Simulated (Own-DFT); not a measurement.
# Strain and stress in hcp Ru, 36 atoms (Ru36)

These are calculations, not measurements. They come from Own-DFT, an in-house plane-wave density functional program, since retired, whose code no person has reviewed. Each row is one single-point run on a periodic cell that was not relaxed, without spin or spin-orbit coupling.

Settings of every run: PBE; PseudoDojo norm-conserving scalar-relativistic files; cutoff 50 hartree; 5 x 5 x 4 k mesh centred on Gamma; cold (Marzari-Vanderbilt) smearing of 0.2 eV.

Known limits: forces on such cells failed a check on a denser k mesh; stress not checked against mesh or cutoff.

Unstrained cell vectors in Å: (8.118, 0.000, 0.000); (-4.059, 7.030, 0.000); (0.000, 0.000, 8.563). The unstrained cell has measured lattice constants (interpolated for alloys), not those of this functional. That, the random moves and any unrelaxed bonds set the pressure at no strain. Each run strains this cell uniformly, with the atoms carried along. Every atom was also moved at random, by a Gaussian of width 0.05 Å on each axis. Strain is the symmetric tensor, in per cent. Stress is positive in tension, and the pressure is minus a third of its trace.

```
run  e_xx (%)  e_yy (%)  e_zz (%)  e_yz (%)  e_xz (%)  e_xy (%)  s_xx (GPa)  s_yy (GPa)  s_zz (GPa)  s_yz (GPa)  s_xz (GPa)  s_xy (GPa)  P (GPa)  E (meV/atom)
  1      0.83      1.77      0.44      1.74     -0.40     -0.23        0.12        5.38       -0.99        5.91       -0.89       -0.85    -1.50          17.4
  2     -0.91     -1.58      0.38     -1.28     -0.93     -0.95      -16.30      -19.27      -10.36       -5.50       -3.70       -4.56    15.31          34.5
  3      0.26     -0.96      1.83     -1.47      0.95      0.34       -4.36       -9.94        3.08       -5.05        3.32        2.07     3.74          10.1
  4     -1.68     -1.84     -1.00      0.04      1.97      0.07      -26.22      -26.53      -23.99       -0.06        8.64        0.19    25.58          86.1
  5      0.00     -0.90      1.29     -0.59      0.34      1.21       -6.41      -10.48       -0.63       -2.07        1.00        4.97     5.84           0.0
  6     -1.80      0.89      1.21      0.50     -0.42     -0.76      -15.58       -3.30       -1.62        1.75       -1.07       -3.28     6.84          18.7
  7      0.86      1.07     -0.69     -1.86     -1.94     -1.45       -2.38       -1.43       -9.66       -6.86       -7.88       -5.71     4.49          25.4
  8      1.96      0.72      1.41      1.38     -0.31     -0.50        6.50        2.65        4.98        4.58       -1.17       -2.06    -4.71          12.7
  9     -1.37      1.95     -1.86      0.52      1.34      1.90      -16.34       -3.04      -19.81        2.29        5.36        6.74    13.07          38.1
 10     -1.79     -0.46     -0.24      0.39      0.71     -1.66      -20.72      -14.61      -13.50        1.82        3.09       -7.96    16.28          29.0
 11     -0.67     -1.52     -0.37     -0.33     -1.03     -0.61      -16.39      -18.69      -14.46       -1.46       -4.25       -2.87    16.51          27.5
 12     -0.27     -1.74     -1.06      0.93     -0.42      1.89      -15.85      -23.49      -19.61        4.14       -1.96        9.40    19.65          61.0
 13     -1.20      0.16      0.47      0.10     -1.75      1.76      -15.19       -8.97       -7.89        0.51       -6.13        6.81    10.68          39.5
 14     -0.35     -0.94     -0.37      1.18     -1.37      1.45      -13.16      -17.16      -14.41        4.26       -5.43        5.88    14.91          54.8
 15      1.24      1.52     -0.72      1.47     -0.97      1.72        1.08        0.93       -6.79        5.63       -3.65        6.24     1.59          12.0
 16     -0.02      1.64     -0.30      1.99     -0.97      0.83           ?           ?           ?           ?           ?           ?        ?             ?
```

E is the free energy for each atom above the lowest run shown.

## Worked fit

Each stress component was fitted by least squares to a constant and the strains of the runs shown, as fractions, with shears doubled. Shear strains stay in the fit of a normal stress only where such slopes are resolved. The slopes, in GPa:

```
stress,at no strain,per e_xx,per e_yy,per e_zz,scatter
s_xx,-8.6,613 ± 22,197 ± 19,208 ± 23,0.87
s_yy,-8.6,170 ± 20,639 ± 17,253 ± 21,0.79
s_zz,-8.5,183 ± 25,203 ± 21,689 ± 26,0.99
```

Each shear stress against twice its own strain: yz 180 ± 6, xz 197 ± 5, xy 211 ± 9 GPa. These are stiffnesses along x, y and z of the frame in which the cell vectors are given, which need not be the crystal's axes. The atoms are held to the strained lattice; where symmetry lets them move under strain, relaxing them would lower some slopes. The table should be nearly symmetric about its diagonal, and what it lacks of that shows the noise. A ninth of its sum, 350 ± 9 GPa, estimates the bulk modulus near the mean pressure of these runs, 9.9 GPa, so it lies above the value at zero pressure.

## Withheld run

Question: what normal stresses and pressure should run 16 give?

The fit gives s_xx = -6.1, s_yy = 1.0, s_zz = -7.3 and P = 4.1 GPa. The calculation gave -5.55, 1.59, -6.90 and P = 3.62 GPa.
